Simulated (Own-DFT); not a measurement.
Simulation results for SiC (4H silicon carbide, atoms displaced)

Computed with Own-DFT development build. A calculation, not a measurement: plane-wave PBE density functional theory by an unreviewed code, no spin, of a simulated periodic cell, stress positive in tension, free energy of the whole cell less one offset for each atom, forces on such cells passed a denser k mesh, this cell's mesh not checked; offsets are fitted by least squares, one for each functional and potential file, so energies compare only between cells with the same atoms and settings and are not formation energies; the far tail of each file's local potential was reset to the Coulomb form; each entry is a single point on an unrelaxed cell, so the pressure reflects the starting lattice, mostly measured values (interpolated for alloys), from which strain is counted, and rises with the displacements; printed positions are rounded, which can move forces by about a meV/angstrom; the program, named Own-DFT, is a retired in-house code; no spin-orbit coupling.

## SiC (4H silicon carbide, atoms displaced)

```
SiC
1.0
     12.3308     0.0000     0.0000
     -6.1654    10.6788     0.0000
      0.0000     0.0000    10.0681
Si C Si C Si C Si C Si C Si C Si C Si C Si C Si C Si C Si C Si C Si C Si C Si C Si C Si C Si C Si C Si C Si C Si C Si C Si C Si C Si C Si C Si C Si C Si C Si C
2 2 2 2 2 2 2 2 2 2 2 2 2 2 2 2 2 2 2 2 2 2 2 2 2 2 2 2 2 2 2 2 2 2 2 2 2 2 2 2 2 2 2 2 2 2 2 2 2 2 2 2 2 2 2 2 2 2 2 2 2 2 2 2
Direct
  0.01609 0.00703 0.41692
  0.08520 0.16879 0.16546
  0.99648 0.99722 0.08314
  0.07627 0.16090 0.35172
  0.99979 0.25704 0.40094
  0.08659 0.42413 0.14966
  0.99675 0.25380 0.08523
  0.08381 0.43139 0.34504
  0.99536 0.50066 0.40537
  0.07628 0.67348 0.15819
  0.99857 0.49478 0.09558
  0.08197 0.66489 0.34333
  0.99590 0.74097 0.39832
  0.08677 0.92460 0.15826
  0.99502 0.74865 0.09671
  0.08614 0.91594 0.33793
  0.25180 0.00751 0.40015
  0.33200 0.17149 0.14942
  0.24337 0.99776 0.09133
  0.32617 0.16766 0.34378
  0.25061 0.24886 0.41249
  0.33402 0.42297 0.15736
  0.25360 0.25261 0.09352
  0.33528 0.41813 0.34678
  0.24538 0.49844 0.39935
  0.33951 0.66878 0.15022
  0.25067 0.50492 0.09563
  0.33096 0.66203 0.34493
  0.25550 0.74751 0.41241
  0.32926 0.90550 0.15544
  0.24931 0.75476 0.09586
  0.32810 0.92729 0.34177
  0.49433 0.99731 0.40567
  0.58530 0.16188 0.15246
  0.49934 0.00504 0.09226
  0.58495 0.17194 0.33155
  0.50394 0.24875 0.41546
  0.57808 0.41030 0.16943
  0.49817 0.24915 0.09771
  0.58533 0.42360 0.34143
  0.49756 0.49921 0.40741
  0.58692 0.66753 0.15675
  0.49164 0.50408 0.10097
  0.57913 0.65775 0.34530
  0.49470 0.75968 0.40839
  0.59237 0.92521 0.15671
  0.49633 0.74490 0.09479
  0.57919 0.91428 0.34252
  0.74399 0.99978 0.40974
  0.83236 0.16734 0.16115
  0.75035 0.99294 0.10206
  0.82386 0.15928 0.34658
  0.74395 0.24370 0.40707
  0.83365 0.41753 0.15016
  0.74703 0.24492 0.09013
  0.83532 0.41650 0.33392
  0.76284 0.50344 0.39970
  0.82868 0.66765 0.15240
  0.74850 0.50319 0.08382
  0.82758 0.65741 0.34694
  0.75033 0.75366 0.40937
  0.83184 0.92548 0.16332
  0.74015 0.75080 0.08913
  0.82721 0.92090 0.34773
  0.99245 0.99116 0.90941
  0.91791 0.83208 0.66126
  0.98642 0.99993 0.58577
  0.92174 0.83562 0.85326
  0.99362 0.74386 0.91138
  0.92332 0.58182 0.64692
  0.99709 0.74461 0.59319
  0.92461 0.58162 0.85055
  0.00053 0.49977 0.91062
  0.90722 0.32458 0.65480
  0.99904 0.50491 0.58565
  0.91600 0.33316 0.84051
  0.99790 0.25133 0.89552
  0.91496 0.08002 0.66379
  0.99371 0.25503 0.58851
  0.91893 0.09094 0.83943
  0.74154 0.98920 0.89755
  0.67417 0.84505 0.64384
  0.74204 0.98992 0.59486
  0.66298 0.83688 0.84157
  0.75085 0.75690 0.90545
  0.67311 0.59011 0.66692
  0.74697 0.73753 0.59308
  0.67428 0.58482 0.84448
  0.74928 0.50053 0.91578
  0.66350 0.33217 0.64695
  0.74619 0.49985 0.58988
  0.67430 0.34019 0.84489
  0.74444 0.25178 0.90627
  0.66587 0.07999 0.65016
  0.75050 0.25457 0.59328
  0.67194 0.08629 0.84610
  0.49520 0.99919 0.91209
  0.40711 0.82893 0.65416
  0.50944 0.00317 0.59501
  0.42076 0.83621 0.82773
  0.49936 0.74458 0.90788
  0.42460 0.59039 0.65549
  0.49748 0.74282 0.59448
  0.42282 0.58985 0.84756
  0.49089 0.49054 0.90700
  0.41081 0.33003 0.66573
  0.50748 0.50070 0.58030
  0.41557 0.32638 0.83625
  0.49646 0.24740 0.91301
  0.41996 0.08850 0.65951
  0.49265 0.23979 0.58467
  0.41348 0.07643 0.85271
  0.24413 0.99623 0.89607
  0.16979 0.83048 0.65154
  0.25542 0.00050 0.60596
  0.17394 0.83967 0.84379
  0.24795 0.74253 0.90695
  0.16580 0.58069 0.65470
  0.25311 0.74955 0.59926
  0.17716 0.59097 0.83369
  0.24909 0.50522 0.90962
  0.16784 0.32834 0.65791
  0.25360 0.49813 0.59833
  0.16181 0.33402 0.84560
  0.25466 0.25667 0.90696
  0.16565 0.08167 0.65081
  0.25362 0.25222 0.59719
  0.16133 0.08054 0.84808
```

It was run with functional PBE, potential files PseudoDojo norm-conserving, scalar-relativistic, standard set, wave cutoff 42 hartree, occupations Fermi-Dirac, smearing width 0.1 eV, hardware one NVIDIA H200 and k mesh 3 x 3 x 3 centred on Gamma.

Results for SiC (4H silicon carbide, atoms displaced): free energy of cell above offsets -5.085 eV; pressure 6.44 GPa; stress xx -4.59 GPa; stress yy -6.6 GPa; stress zz -8.14 GPa; stress yz 0.05 GPa; stress xz 0.16 GPa; stress xy 1.01 GPa; wall time 538 s.

Force:
| element | x (eV/Å) | y (eV/Å) | z (eV/Å) |
| --- | --- | --- | --- |
| Si | -2.744 | -2.746 | -3.396 |
| Si | -0.633 | -0.379 | -2.622 |
| C | -0.513 | 0.951 | 4.455 |
| C | 0.728 | 2.861 | -0.749 |
| Si | -0.434 | -0.691 | 0.799 |
| Si | -0.104 | -1.622 | 1.499 |
| C | 1.132 | -0.283 | 1.957 |
| C | 1.4 | -3.18 | -1.544 |
| Si | 0.003 | 0.584 | -0.71 |
| Si | 2.57 | -1.877 | -0.04 |
| C | -0.953 | 2.41 | -0.854 |
| C | 0.732 | 0.584 | 0.203 |
| Si | -0.6 | 1.838 | 1.276 |
| Si | -0.945 | -1.311 | -1.689 |
| C | -0.789 | 1.319 | -0.158 |
| C | -1.037 | -0.039 | 2.347 |
| Si | -0.685 | -0.756 | 1.764 |
| Si | 0.989 | -2.054 | 1.544 |
| C | 1.713 | 0.743 | -0.497 |
| C | 1.755 | 0.831 | -0.41 |
| Si | -0.845 | 1.339 | -1.077 |
| Si | -0.291 | -1.52 | 0.924 |
| C | -1.606 | 1.186 | -0.024 |
| C | -1.605 | -1.069 | -0.545 |
| Si | 1.547 | 0.046 | 2.417 |
| Si | -2.352 | 0.093 | 1.964 |
| C | -0.022 | -0.396 | -0.71 |
| C | -0.081 | 1.603 | -0.907 |
| Si | -2.292 | 0.688 | -1.356 |
| Si | -1.348 | 4.914 | 0.473 |
| C | 0.579 | -3.76 | -1.175 |
| C | 3.342 | -2.876 | 0.303 |
| Si | 0.046 | 1.398 | -0.336 |
| Si | -1.645 | 1.855 | -0.206 |
| C | 0.92 | -2.641 | 0.891 |
| C | 0.012 | -1.417 | 2.936 |
| Si | -1.591 | 0.975 | -5.288 |
| Si | -0.387 | 1.391 | -3.469 |
| C | 0.408 | 0.064 | -0.379 |
| C | 1.274 | -1.735 | 2.891 |
| Si | 0.845 | 0.126 | -1.556 |
| Si | -1.955 | -0.554 | 1.209 |
| C | 2.906 | -1.244 | -1.949 |
| C | -0.469 | 3.258 | -0.323 |
| Si | 2.547 | -3.879 | 0.011 |
| Si | -2.066 | -2.356 | -0.333 |
| C | 1.231 | 2.497 | -0.55 |
| C | -0.627 | 1.726 | 0.118 |
| Si | 0.784 | -0.772 | -0.303 |
| Si | 0.271 | -0.375 | -1.534 |
| C | -2.149 | 3.284 | -2.909 |
| C | 0.779 | 1.922 | -0.115 |
| Si | 0.074 | 1.568 | -1.013 |
| Si | -0.611 | -0.693 | -0.22 |
| C | 0.075 | 1.066 | 0.531 |
| C | -0.011 | -0.989 | 1.205 |
| Si | -3.164 | -2.512 | 1.627 |
| Si | -0.549 | -0.112 | 0.693 |
| C | -0.041 | -0.949 | 5.077 |
| C | -0.035 | 3.873 | -2.07 |
| Si | -0.227 | -1.621 | -0.961 |
| Si | 3.161 | -2.815 | 0.044 |
| C | 2.633 | 1.193 | 0.723 |
| C | 2.103 | -0.62 | 0.336 |
| Si | 0.486 | 3.735 | -1.588 |
| Si | -0.347 | -0.535 | -0.865 |
| C | 3.336 | -0.898 | 3.377 |
| C | -1.373 | -1.925 | -2.074 |
| Si | 2.193 | 1.118 | -0.673 |
| Si | -3.228 | -0.181 | 2.717 |
| C | 0.577 | 1.893 | -0.688 |
| C | -2.208 | 0.353 | -1.437 |
| Si | 1.151 | -0.442 | -1.085 |
| Si | 0.668 | 3.076 | 0.533 |
| C | 2.195 | -2.059 | 0.946 |
| C | -0.761 | 0.503 | 0.236 |
| Si | -0.281 | 0.147 | 1.918 |
| Si | -1.559 | 1.571 | -2.591 |
| C | 2.313 | -1.728 | 0.404 |
| C | 0.103 | -3.25 | 1.499 |
| Si | 0.466 | 4.335 | 2.301 |
| Si | -0.473 | -8.259 | 3.25 |
| C | 0.567 | 6.73 | -1.825 |
| C | 1.471 | -2.505 | -1.389 |
| Si | -0.133 | -1.178 | -0.15 |
| Si | -0.366 | -3.63 | -2.49 |
| C | -0.327 | 4.988 | 0.355 |
| C | -1.917 | 0.175 | 1.516 |
| Si | 1.149 | 0.288 | -4.631 |
| Si | -0.312 | 1.077 | 1.768 |
| C | 1.731 | 0.002 | 0.152 |
| C | -2.464 | -1.284 | -0.786 |
| Si | 2.263 | -0.663 | -0.489 |
| Si | 0.638 | 1.213 | 2.391 |
| C | -0.636 | -2.204 | -1.034 |
| C | -1.547 | -0.658 | -0.676 |
| Si | 2.056 | -0.724 | -2.176 |
| Si | 3.981 | 1.743 | -0.498 |
| C | -3.314 | -1.423 | -1.242 |
| C | -0.304 | -0.796 | 5.189 |
| Si | -0.955 | 2.721 | -0.332 |
| Si | 0.142 | -3.335 | 0.085 |
| C | -0.607 | 4.048 | -1.181 |
| C | -0.173 | -3.17 | -1.059 |
| Si | 1.317 | 2.324 | 0.615 |
| Si | 1.87 | 1.668 | -4.977 |
| C | -0.992 | -0.507 | 5.588 |
| C | -0.384 | 0.846 | 3.639 |
| Si | 1.626 | -0.11 | -0.799 |
| Si | 1.204 | -2.211 | 0.891 |
| C | 0.096 | 2.276 | 4.139 |
| C | -0.731 | 2.443 | -1.53 |
| Si | 0.084 | 1.352 | 2.465 |
| Si | -1.489 | 0.347 | 1.513 |
| C | -1.275 | -0.294 | -2.825 |
| C | -0.919 | -3.767 | -0.583 |
| Si | -0.18 | 3.678 | -0.669 |
| Si | 0.58 | -0.55 | -1.133 |
| C | -1.681 | -1.274 | -2.202 |
| C | -1.652 | -2.336 | 2.406 |
| Si | 1.152 | -0.609 | -1.401 |
| Si | -2.003 | 1.643 | -0.244 |
| C | -0.705 | 0.063 | -1.071 |
| C | 1.843 | 0.798 | -0.115 |
| Si | -1.703 | -2.321 | -0.1 |
| Si | -0.401 | -0.175 | 2.111 |
| C | -0.817 | -1.542 | -0.3 |
| C | -0.196 | 1.046 | -1.337 |
